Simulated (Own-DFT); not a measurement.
# Computed records: GaP (zincblende, strained, atoms displaced)

Computed with Own-DFT development build. A calculation, not a measurement: plane-wave PBE density functional theory by an unreviewed code, no spin, of a simulated periodic cell, stress positive in tension, free energy of the whole cell less one offset for each atom, forces on such cells passed a denser k mesh, this cell's mesh not checked; offsets are fitted by least squares, one for each functional and potential file, so energies compare only between cells with the same atoms and settings and are not formation energies; the far tail of each file's local potential was reset to the Coulomb form; each entry is a single point on an unrelaxed cell, so the pressure reflects the starting lattice, mostly measured values (interpolated for alloys), from which strain is counted, and rises with the displacements; printed positions are rounded, which can move forces by about a meV/angstrom; the program, named Own-DFT, is a retired in-house code; no spin-orbit coupling.

Common to all runs: functional PBE; potential files PseudoDojo norm-conserving, scalar-relativistic, standard set; wave cutoff 42 hartree; occupations Fermi-Dirac; smearing width 0.1 eV; hardware one NVIDIA H100; k mesh 3 x 3 x 3 centred on Gamma.

(1) GaP (zincblende, strained, atoms displaced)

```
CELL_PARAMETERS angstrom
10.86200 0.00000 0.00000
0.00000 10.86200 0.00000
0.00000 0.00000 10.93610
ATOMIC_POSITIONS crystal
Ga 0.00164 0.99634 0.99715
Ga 0.00114 0.25479 0.25221
Ga 0.24994 0.99755 0.24312
Ga 0.24915 0.25223 0.00058
P 0.12555 0.12614 0.12092
P 0.12903 0.37455 0.37547
P 0.37556 0.12036 0.36964
P 0.37398 0.37499 0.12912
Ga 0.99946 0.99463 0.50466
Ga 0.00059 0.25050 0.75008
Ga 0.25195 0.99465 0.74873
Ga 0.24942 0.24957 0.49830
P 0.12378 0.11889 0.62302
P 0.12558 0.37515 0.87419
P 0.37692 0.12766 0.87554
P 0.37333 0.37967 0.62336
Ga 0.99984 0.49843 0.00403
Ga 0.00284 0.74810 0.25366
Ga 0.25062 0.49730 0.24814
Ga 0.25066 0.74963 0.00080
P 0.12591 0.62525 0.12156
P 0.12904 0.87313 0.37476
P 0.37307 0.62048 0.37327
P 0.37136 0.87298 0.12264
Ga 0.99940 0.50362 0.49987
Ga 0.99495 0.75753 0.75147
Ga 0.25061 0.49903 0.74931
Ga 0.24759 0.75408 0.50165
P 0.12701 0.62520 0.62906
P 0.12354 0.87350 0.87119
P 0.37708 0.62864 0.87795
P 0.37752 0.87360 0.62754
Ga 0.49443 0.00352 0.00302
Ga 0.49522 0.24685 0.24849
Ga 0.74848 0.00343 0.24971
Ga 0.75339 0.25162 0.99706
P 0.63105 0.11778 0.12297
P 0.62497 0.37509 0.37485
P 0.87336 0.12359 0.37809
P 0.88036 0.37483 0.12461
Ga 0.49704 0.00029 0.50306
Ga 0.49944 0.24862 0.75365
Ga 0.74680 0.00137 0.75191
Ga 0.75422 0.25276 0.50189
P 0.61872 0.12597 0.62195
P 0.63040 0.37138 0.87439
P 0.87466 0.11840 0.87709
P 0.87559 0.37500 0.62634
Ga 0.50412 0.50227 0.00002
Ga 0.49468 0.74577 0.25112
Ga 0.75157 0.50815 0.25317
Ga 0.75170 0.74597 0.99485
P 0.62430 0.62322 0.12273
P 0.62397 0.87848 0.37941
P 0.87319 0.62585 0.37327
P 0.87233 0.87518 0.12600
Ga 0.49836 0.50057 0.50073
Ga 0.50222 0.75235 0.74928
Ga 0.75041 0.50130 0.74410
Ga 0.75089 0.75099 0.49426
P 0.62304 0.62806 0.62550
P 0.62663 0.87124 0.87784
P 0.87656 0.62889 0.88102
P 0.87207 0.87336 0.62221
```

- free energy of cell above offsets: -34.953 eV
- pressure: 3.23 GPa
- stress xx: -3.43 GPa
- stress yy: -3.36 GPa
- stress zz: -2.89 GPa
- stress yz: 0.12 GPa
- stress xz: -0.38 GPa
- stress xy: 0 GPa
- wall time: 509 s

Force:
```tsv
element	x (eV/Å)	y (eV/Å)	z (eV/Å)
Ga	-0.081	-0.003	0.504
Ga	0.054	-0.78	0.058
Ga	-0.281	0.263	0.306
Ga	0.226	0.003	-0.077
P	-0.364	-0.131	0.376
P	-0.566	0.387	0.087
P	-0.403	0.087	0.568
P	0.374	-0.004	-0.921
Ga	0.003	0.158	-0.79
Ga	-0.021	-0.561	0.142
Ga	-0.071	0.613	0.253
Ga	0.287	-0.449	0.163
P	0.373	0.635	0.336
P	-0.113	0.123	0.076
P	-0.7	-0.344	0.002
P	0.204	-0.873	0.308
Ga	0.278	0.223	-0.592
Ga	-0.164	0.277	-0.602
Ga	-0.327	0.375	0.04
Ga	-0.35	0.03	-0.442
P	0.003	-0.151	0.595
P	-0.484	0.491	-0.085
P	-0.249	0.48	0.489
P	0.507	0.002	0.203
Ga	0.297	-0.257	0.104
Ga	0.168	-0.883	-0.27
Ga	0.151	0.319	0.456
Ga	0.494	-0.733	0.054
P	-0.604	0.447	-0.2
P	0.514	0.079	0.495
P	-0.039	-0.49	-0.498
P	-0.208	-0.026	-0.355
Ga	0.621	-0.555	-0.286
Ga	1.001	-0.051	-0.079
Ga	0.358	-0.642	0.507
Ga	0.163	-0.489	0.497
P	-0.872	1.329	-0.175
P	0.05	-0.006	-0.091
P	0.542	0.139	-0.186
P	-0.931	0.144	0.419
Ga	-0.058	-0.033	-0.356
Ga	0.076	0.477	-0.585
Ga	-0.245	-0.182	-0.389
Ga	-0.656	-0.253	-0.193
P	0.738	0.235	0.457
P	-0.475	0.668	-0.178
P	0.222	0.753	-0.459
P	0.352	0.199	-0.156
Ga	-0.373	-0.697	-0.176
Ga	0.556	0.415	-0.042
Ga	-0.461	-1.13	-0.672
Ga	-0.389	0.537	1.06
P	0.305	0.587	0.431
P	-0.284	-0.343	-0.767
P	0.644	0.165	0.442
P	0.397	-0.305	0.071
Ga	0.373	0.031	-0.215
Ga	0.011	-0.177	0.471
Ga	0.052	0.274	0.747
Ga	-0.395	-0.081	0.465
P	0.286	-0.181	-0.476
P	-0.495	0.679	-0.127
P	0.299	-0.987	-1.128
P	-0.319	0.17	0.383
```

(2) GaP (zincblende, strained, atoms displaced)

```
CELL_PARAMETERS angstrom
10.86200 0.00000 0.00000
0.00000 10.86200 0.00000
0.00000 0.00000 10.93610
ATOMIC_POSITIONS crystal
Ga 0.00121 0.00307 0.99727
Ga 0.99967 0.25057 0.25028
Ga 0.24966 0.99971 0.25000
Ga 0.24801 0.25461 0.99625
P 0.12353 0.12516 0.12622
P 0.12624 0.37377 0.37220
P 0.37256 0.12620 0.37395
P 0.37648 0.37686 0.12395
Ga 0.00032 0.99971 0.50293
Ga 0.99872 0.24939 0.75049
Ga 0.25261 0.00151 0.74894
Ga 0.24986 0.24561 0.50228
P 0.12121 0.12638 0.62785
P 0.12619 0.37490 0.87426
P 0.37147 0.12380 0.87968
P 0.37767 0.37957 0.62276
Ga 0.00190 0.49938 0.00365
Ga 0.99877 0.75394 0.25282
Ga 0.24963 0.49561 0.24879
Ga 0.24751 0.75047 0.99666
P 0.12301 0.62163 0.12511
P 0.11730 0.87048 0.37149
P 0.37225 0.63038 0.37667
P 0.37006 0.87256 0.12165
Ga 0.99993 0.50186 0.50107
Ga 0.00532 0.75430 0.74651
Ga 0.25427 0.50235 0.74661
Ga 0.25178 0.74867 0.50263
P 0.12317 0.62299 0.62488
P 0.12630 0.87597 0.87055
P 0.38017 0.62794 0.87218
P 0.37460 0.87731 0.62641
Ga 0.50070 0.99734 0.99996
Ga 0.50195 0.25777 0.25173
Ga 0.75137 0.99848 0.24591
Ga 0.74765 0.25114 0.00355
P 0.62672 0.12867 0.12542
P 0.62678 0.37952 0.37352
P 0.87535 0.12861 0.37416
P 0.87477 0.37797 0.12468
Ga 0.49615 0.99809 0.50100
Ga 0.49934 0.24980 0.74672
Ga 0.74736 0.00112 0.74859
Ga 0.75102 0.25070 0.49798
P 0.62742 0.12604 0.61964
P 0.63156 0.37176 0.87628
P 0.87587 0.12731 0.87624
P 0.87784 0.37383 0.62885
Ga 0.50141 0.49956 0.00639
Ga 0.50056 0.74778 0.24925
Ga 0.74890 0.49809 0.24632
Ga 0.74765 0.74794 0.00259
P 0.62664 0.62247 0.12857
P 0.62441 0.87604 0.38205
P 0.88113 0.61979 0.37495
P 0.87451 0.87672 0.12665
Ga 0.49986 0.50237 0.49598
Ga 0.49751 0.75311 0.75003
Ga 0.75260 0.49820 0.74760
Ga 0.74628 0.74484 0.49882
P 0.62026 0.62732 0.62496
P 0.62774 0.87895 0.87517
P 0.87539 0.62559 0.87501
P 0.87448 0.87204 0.62061
```

- free energy of cell above offsets: -35.101 eV
- pressure: 3.18 GPa
- stress xx: -3.34 GPa
- stress yy: -3.34 GPa
- stress zz: -2.85 GPa
- stress yz: 0.04 GPa
- stress xz: 0.12 GPa
- stress xy: 0.05 GPa
- wall time: 504.3 s

Force:
```tsv
element	x (eV/Å)	y (eV/Å)	z (eV/Å)
Ga	-0.021	-0.311	0.137
Ga	-0.09	0.117	-0.157
Ga	-0.295	-0.216	0.004
Ga	0.059	-0.46	0.628
P	0.288	0.23	-0.275
P	-0.079	-0.055	0.683
P	0.461	-0.122	-0.019
P	-0.299	-0.326	0.057
Ga	-0.234	0.078	-0.495
Ga	0.152	0.11	0.418
Ga	-0.32	0.228	0.161
Ga	-0.129	0.568	-0.054
P	0.484	-0.304	-0.166
P	-0.152	0.508	-0.359
P	0.573	0.263	-0.548
P	-0.183	-0.619	-0.141
Ga	-0.293	0.052	-0.685
Ga	-0.414	-0.973	-0.81
Ga	0.109	0.636	0.19
Ga	-0.091	-0.487	-0.03
P	0.347	0.708	0.217
P	1.416	0.946	1.037
P	0.157	-0.77	-0.544
P	0.603	0.123	0.4
Ga	0.293	-0.77	-0.039
Ga	-0.738	-0.39	0.204
Ga	-0.234	-0.054	0.413
Ga	-0.689	0.393	-0.079
P	0.477	0.247	0.056
P	-0.028	0.228	0.379
P	-0.425	-0.449	0.631
P	-0.208	-0.171	-0.134
Ga	-0.11	0.357	0.275
Ga	-0.163	-0.674	-0.112
Ga	-0.358	0.387	0.809
Ga	0.701	-0.093	-0.187
P	-0.607	-0.478	0.281
P	0.007	-0.182	0.388
P	0.006	-0.565	0.032
P	0.091	-0.558	0.005
Ga	0.19	0.517	-0.179
Ga	0.14	-0.075	0.454
Ga	0.679	0.092	-0.172
Ga	0.168	0.304	0.049
P	-0.525	-0.1	0.332
P	-0.959	0.494	-0.274
P	-0.442	-0.167	-0.1
P	-0.221	0.105	-0.792
Ga	0.286	0.053	-1.023
Ga	-0.107	0.565	0.231
Ga	0.66	0.228	0.518
Ga	0.357	0.184	-0.248
P	-0.258	0.445	-0.238
P	0.033	-0.109	-1.129
P	-1.089	0.502	-0.287
P	0.225	-0.347	-0.61
Ga	-0.044	0.245	0.063
Ga	0.568	0.25	0.068
Ga	-0.316	0.438	0.294
Ga	0.559	-0.064	-0.094
P	0.357	-0.457	0.219
P	-0.305	-0.57	0.009
P	0.254	0.131	-0.092
P	-0.269	0.185	0.427
```

(3) GaP (zincblende, strained, atoms displaced)

```
CELL_PARAMETERS angstrom
10.86200 0.00000 0.00000
0.00000 10.86200 0.00000
0.00000 0.00000 10.93610
ATOMIC_POSITIONS crystal
Ga 0.99821 0.99688 0.99928
Ga 0.00120 0.24912 0.24682
Ga 0.24673 0.00116 0.25310
Ga 0.25504 0.25191 0.99674
P 0.12297 0.12316 0.12392
P 0.12017 0.37503 0.37759
P 0.37127 0.12555 0.37022
P 0.37438 0.37708 0.12297
Ga 0.99791 0.99836 0.49933
Ga 0.00453 0.25317 0.74619
Ga 0.25037 0.00019 0.74919
Ga 0.25017 0.25303 0.49977
P 0.12393 0.12249 0.62264
P 0.12335 0.37290 0.87728
P 0.37825 0.12161 0.87688
P 0.37480 0.37510 0.62537
Ga 0.00090 0.50092 0.99866
Ga 0.00177 0.75471 0.25323
Ga 0.25118 0.49978 0.24997
Ga 0.25084 0.74601 0.00497
P 0.12249 0.62558 0.12734
P 0.12831 0.87394 0.37342
P 0.37228 0.62585 0.37483
P 0.37842 0.87283 0.12339
Ga 0.00229 0.50311 0.50060
Ga 0.99985 0.74673 0.75207
Ga 0.25443 0.49976 0.75176
Ga 0.25545 0.74435 0.49968
P 0.12496 0.62613 0.62616
P 0.12617 0.87362 0.87466
P 0.37437 0.62721 0.87539
P 0.37635 0.87451 0.62575
Ga 0.49498 0.00201 0.00528
Ga 0.50089 0.24571 0.25122
Ga 0.75064 0.00043 0.24953
Ga 0.75166 0.24666 0.00329
P 0.62480 0.12628 0.12240
P 0.62963 0.37317 0.37346
P 0.87518 0.12593 0.37529
P 0.87350 0.37601 0.12614
Ga 0.49553 0.00776 0.50123
Ga 0.50175 0.25282 0.74698
Ga 0.74743 0.00065 0.75383
Ga 0.74676 0.25015 0.50382
P 0.62597 0.12579 0.62296
P 0.63028 0.37709 0.87208
P 0.87328 0.12144 0.87271
P 0.87704 0.37725 0.62115
Ga 0.49529 0.49494 0.00055
Ga 0.50029 0.75170 0.24784
Ga 0.74614 0.49821 0.24573
Ga 0.75069 0.75106 0.99952
P 0.62467 0.62257 0.12636
P 0.62491 0.87554 0.37491
P 0.87249 0.62530 0.37736
P 0.87653 0.88030 0.12547
Ga 0.49934 0.50323 0.49897
Ga 0.50064 0.75130 0.74629
Ga 0.75007 0.49963 0.74480
Ga 0.75087 0.74669 0.50151
P 0.62959 0.62405 0.62946
P 0.63204 0.87501 0.87989
P 0.87807 0.62817 0.87745
P 0.87295 0.87239 0.62239
```

* free energy of cell above offsets: -35.139 eV
* pressure: 3.17 GPa
* stress xx: -3.32 GPa
* stress yy: -3.35 GPa
* stress zz: -2.85 GPa
* stress yz: 0.14 GPa
* stress xz: 0 GPa
* stress xy: -0.06 GPa
* wall time: 557.8 s

Force:
```tsv
element	x (eV/Å)	y (eV/Å)	z (eV/Å)
Ga	0.299	0.29	-0.379
Ga	-0.236	0.057	0.295
Ga	0.173	-0.332	-0.818
Ga	-0.502	-0.479	0.31
P	0.476	0.243	-0.325
P	0.588	0.049	-0.496
P	0.11	0.273	0.602
P	0.007	-0.64	0.7
Ga	0.047	-0.169	-0.181
Ga	-0.588	-0.432	0.207
Ga	-0.118	-0.088	0.188
Ga	-0.242	-0.262	-0.069
P	0.333	0.212	0.039
P	0.46	0.324	-0.319
P	-0.174	0.557	-0.671
P	0.135	0.133	-0.212
Ga	-0.179	-0.094	0.295
Ga	-0.548	-0.352	-0.192
Ga	-0.537	-0.139	0.136
Ga	-0.243	0.355	-0.394
P	0.108	-0.155	0.105
P	0.004	-0.018	0.836
P	0.746	-0.258	-0.455
P	-0.815	0.275	0.508
Ga	-0.258	0.144	-0.121
Ga	0.057	0.625	-0.295
Ga	-0.616	0.033	0.046
Ga	-0.694	0.715	0.341
P	0.382	-0.235	0.076
P	0.105	-0.075	0.188
P	0.352	-0.146	-0.004
P	-0.123	0.24	-0.336
Ga	0.894	-0.402	-0.455
Ga	0.071	0.577	-0.27
Ga	-0.158	0.154	0.176
Ga	0.116	0.373	-0.655
P	-0.109	-0.299	0.485
P	-0.841	0.14	0.267
P	-0.134	0.107	0.013
P	0.357	-0.106	-0.31
Ga	0.282	-0.672	-0.376
Ga	0.138	-0.251	0.451
Ga	0.227	-0.306	-0.669
Ga	0.693	0.053	-0.486
P	-0.294	-0.168	0.527
P	-0.424	-0.348	0.461
P	0.584	0.732	0.111
P	-0.049	-0.199	0.294
Ga	0.802	0.647	-0.562
Ga	0.244	-0.195	0.384
Ga	0.533	0.245	0.532
Ga	0.333	-0.273	0.676
P	-0.302	0.268	-0.565
P	-0.187	0.095	0.298
P	0.286	-0.187	-0.658
P	-0.238	-0.808	0.164
Ga	0.404	-0.29	0.021
Ga	0.435	0.05	0.787
Ga	0.789	-0.016	0.767
Ga	-0.338	0.356	-0.227
P	-0.838	0.247	-0.745
P	-1.421	0.187	-0.384
P	-0.537	-0.629	-0.288
P	0.172	0.269	0.633
```

(4) GaP (zincblende, strained, atoms displaced)

```
CELL_PARAMETERS angstrom
10.86200 0.00000 0.00000
0.00000 10.86200 0.00000
0.00000 0.00000 10.93610
ATOMIC_POSITIONS crystal
Ga 0.99901 0.00056 0.00256
Ga 0.00193 0.25101 0.25496
Ga 0.24634 0.00021 0.24979
Ga 0.25108 0.25133 0.00056
P 0.12572 0.12248 0.12482
P 0.12779 0.37031 0.37686
P 0.38161 0.12962 0.37440
P 0.37746 0.37203 0.12845
Ga 0.00299 0.00350 0.49551
Ga 0.99563 0.25085 0.75097
Ga 0.25015 0.00280 0.74353
Ga 0.25180 0.25346 0.50170
P 0.11917 0.12358 0.62215
P 0.11999 0.37334 0.87588
P 0.37553 0.12512 0.87105
P 0.37539 0.37736 0.62691
Ga 0.00153 0.49760 0.99909
Ga 0.00107 0.75011 0.24921
Ga 0.25472 0.50145 0.25513
Ga 0.25451 0.75254 0.99866
P 0.12459 0.62482 0.12116
P 0.12527 0.87445 0.37622
P 0.38050 0.62434 0.37530
P 0.37512 0.86804 0.12748
Ga 0.99988 0.50640 0.49676
Ga 0.99980 0.74843 0.75210
Ga 0.24918 0.49851 0.75026
Ga 0.24918 0.74948 0.49690
P 0.12053 0.62597 0.62525
P 0.12297 0.87616 0.87517
P 0.37439 0.62369 0.87505
P 0.37455 0.87877 0.62765
Ga 0.49960 0.99658 0.99365
Ga 0.50137 0.24949 0.24951
Ga 0.75008 0.00085 0.24447
Ga 0.75574 0.25276 0.00271
P 0.62006 0.13087 0.12802
P 0.62214 0.37759 0.37555
P 0.87609 0.12516 0.37522
P 0.87184 0.37091 0.12460
Ga 0.49631 0.00267 0.50238
Ga 0.49918 0.24685 0.75062
Ga 0.75366 0.99782 0.75147
Ga 0.74755 0.24999 0.50056
P 0.62464 0.12547 0.62751
P 0.62632 0.38097 0.87618
P 0.87254 0.12842 0.88228
P 0.87353 0.37572 0.62180
Ga 0.50034 0.50443 0.99719
Ga 0.50369 0.74766 0.25064
Ga 0.75267 0.50081 0.25059
Ga 0.74806 0.75341 0.00097
P 0.62731 0.63291 0.12817
P 0.62386 0.87365 0.37020
P 0.87721 0.62628 0.37538
P 0.87380 0.87162 0.12771
Ga 0.50049 0.49858 0.49530
Ga 0.49482 0.75163 0.74793
Ga 0.74951 0.49987 0.75015
Ga 0.74811 0.74893 0.49727
P 0.62620 0.62477 0.62320
P 0.62706 0.87398 0.87592
P 0.86966 0.62844 0.87172
P 0.87548 0.87403 0.62783
```

- stress zz: —

## Withheld values
1. Estimate the stress zz of GaP (zincblende, strained, atoms displaced) (entry 4).

## Answers
1. -2.91 GPa

Further results for GaP (zincblende, strained, atoms displaced) (entry 4):

* free energy of cell above offsets: -34.983 eV
* pressure: 3.23 GPa
* stress xx: -3.39 GPa
* stress yy: -3.38 GPa
* stress yz: -0.29 GPa
* stress xz: -0.11 GPa
* stress xy: 0.35 GPa
* wall time: 510.4 s

Force:
```tsv
element	x (eV/Å)	y (eV/Å)	z (eV/Å)
Ga	-0.088	-0.261	-0.027
Ga	-0.133	-0.234	-0.604
Ga	0.791	-0.065	0.166
Ga	-0.023	-0.179	-0.033
P	-0.134	0.531	0.074
P	-0.179	1.078	-0.03
P	-1.099	-0.5	0.176
P	-0.154	0.704	-0.517
Ga	-0.67	-0.682	0.376
Ga	-0.063	-0.184	-0.211
Ga	-0.614	0.015	0.63
Ga	0.111	-0.584	0.211
P	0.647	0.677	0.338
P	0.692	-0.062	-0.261
P	-0.436	-0.11	0.435
P	0.173	-0.16	-0.115
Ga	-0.794	0.423	0.081
Ga	0.17	-0.192	-0.017
Ga	-0.507	-0.237	-0.576
Ga	-0.639	-0.229	-0.1
P	0.394	-0.07	0.45
P	-0.034	0.042	-0.304
P	-0.504	0.364	0.099
P	0.183	0.945	-0.047
Ga	0.167	-0.928	0.222
Ga	-0.102	0.304	-0.004
Ga	-0.354	0.127	0.039
Ga	0.278	-0.075	0.516
P	0.736	-0.043	0.015
P	0.422	0.141	-0.115
P	-0.195	0.262	-0.302
P	-0.246	-0.508	-0.718
Ga	-0.136	0.276	0.838
Ga	0.025	0.523	0.347
Ga	-0.223	0.199	0.4
Ga	-1.482	-0.146	-0.185
P	0.691	-0.863	-1.064
P	0.617	-0.418	-0.4
P	-0.49	-0.019	-0.179
P	1.009	0.842	0.703
Ga	0.642	-0.253	-0.325
Ga	0.366	0.756	0.072
Ga	-0.199	0.376	0.104
Ga	0.019	-0.005	-0.122
P	0.257	-0.292	-0.096
P	-0.102	-0.843	-0.012
P	0.313	-0.591	-0.763
P	0.164	0.2	0.143
Ga	0.205	-0.203	0.817
Ga	-0.415	0.28	0.066
Ga	-0.248	0.021	-0.08
Ga	0.303	-0.249	-0.071
P	0.037	-1.183	-0.494
P	0.123	0.645	0.719
P	-0.242	0.127	-0.353
P	0.257	0.451	-0.391
Ga	0.015	0.206	0.932
Ga	0.685	-0.32	0.17
Ga	0.028	0.079	-0.351
Ga	0.105	0.367	0.238
P	-0.487	0.026	0.057
P	-0.312	0.013	-0.505
P	0.469	-0.442	0.684
P	0.209	0.128	-0.748
```
